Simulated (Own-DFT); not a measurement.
# Bulk modulus against bond length in tetrahedral crystals

Everything here is calculated. The program is Own-DFT (plane waves, in-house, since retired, never reviewed by a person); positions were held fixed, and spin and spin-orbit coupling were off.

Limits (not all hold for every row): forces on such cells moved up to 12 meV/angstrom on a denser k mesh; k mesh not checked against a denser one; forces on such cells passed a denser k mesh, each cell not checked; stress not checked against mesh or cutoff.

All runs are PBE with PseudoDojo norm-conserving files; cutoff and k mesh are each material's own. Every cell starts from measured lattice constants and was given uniform random strains and small random moves of its atoms. Each triple is the change of volume in per cent, the rms move u in Å and the pressure in GPa.

- 4H SiC (C36Si36), 10.36 Å³/atom unstrained: (-3.98, 0.052, 15.57); (-2.48, 0.048, 11.02); (-1.92, 0.053, 10.39); (-0.13, 0.054, 6.10); (-0.05, 0.052, 5.08); (0.54, 0.046, 4.41); (3.93, 0.049, -2.90)
- wurtzite AlN (Al64N64), 10.45 Å³/atom unstrained: (-3.27, 0.050, 13.29); (-2.14, 0.054, 10.58); (-1.27, 0.047, 7.96); (-0.92, 0.049, 7.75); (-0.28, 0.051, 6.60); (-0.17, 0.049, 6.12); (2.25, 0.051, 1.21)
- wurtzite GaN (Ga48N48), 11.42 Å³/atom unstrained: (-3.76, 0.050, 15.86); (-1.37, 0.050, 10.90); (-1.31, 0.054, 10.95); (-0.71, 0.051, 9.64); (0.83, 0.052, 5.99); (1.52, 0.048, 4.61); (2.94, 0.049, 2.40)
- diamond silicon (Si64), 20.02 Å³/atom unstrained: (-2.67, 0.048, 5.34); (-2.01, 0.050, 4.80); (-1.71, 0.048, 4.37); (0.34, 0.049, 2.43); (1.01, 0.047, 1.58); (1.33, 0.054, 1.54); (2.34, 0.045, 0.48)
- zincblende GaP (Ga32P32), 20.24 Å³/atom unstrained: withheld
- grey tin (Sn64), 34.15 Å³/atom unstrained: (-2.81, 0.044, 5.47); (-2.48, 0.050, 5.25); (-1.50, 0.049, 4.44); (-0.34, 0.050, 3.87); (-0.32, 0.050, 3.97); (0.50, 0.046, 3.44); (1.30, 0.050, 3.11)

## Fit

Fit a line to each set against the fractional change of volume; B is minus its slope, and u is nearly the same within a set. To take it to zero pressure, assume that B rises by 4 GPa for each GPa: B0 = B - 4 x (mean pressure). The bond length of an ideal tetrahedral crystal with the unstrained volume v is d = (√3/4)(8 v)^(1/3). Cohen's empirical rule reads B0 = (1971 - 220 L) d^(-3.5) GPa, with L = 0 for group IV crystals and SiC and 1 for III-V compounds.

```
                material  L  d (Å)  B (GPa)  mean P (GPa)  B0 (GPa)  rule (GPa)
        4H SiC (C36Si36)  0  1.888  231 ± 9           7.1   203 ± 9         213
  wurtzite AlN (Al64N64)  1  1.893  217 ± 8           7.6   186 ± 8         188
  wurtzite GaN (Ga48N48)  1  1.950  206 ± 6           8.6   172 ± 6         169
  diamond silicon (Si64)  0  2.352   98 ± 2           2.9    86 ± 2          99
zincblende GaP (Ga32P32)  1  2.360        ?             ?         ?          87
         grey tin (Sn64)  0  2.810   58 ± 3           4.2    41 ± 3          53
```

A line through ln[B0/(1971 - 220 L)] against ln d has a slope of -4.1 ± 0.1 and a scatter of 4 %. Against the rule, B0 stands at 95 % for 4H SiC, 99 % for wurtzite AlN, 102 % for wurtzite GaN, 87 % for diamond silicon, 77 % for grey tin. PBE tends to make silicon and heavier crystals too soft, and the rule itself is only a guide.

## Withheld run

Asked: what B0 does the fitted trend give for zincblende GaP (Ga32P32)?

Estimate: 75 GPa. Its own runs give B = 90 ± 3 GPa at a mean pressure of 3.8 GPa, so B0 = 75 GPa.
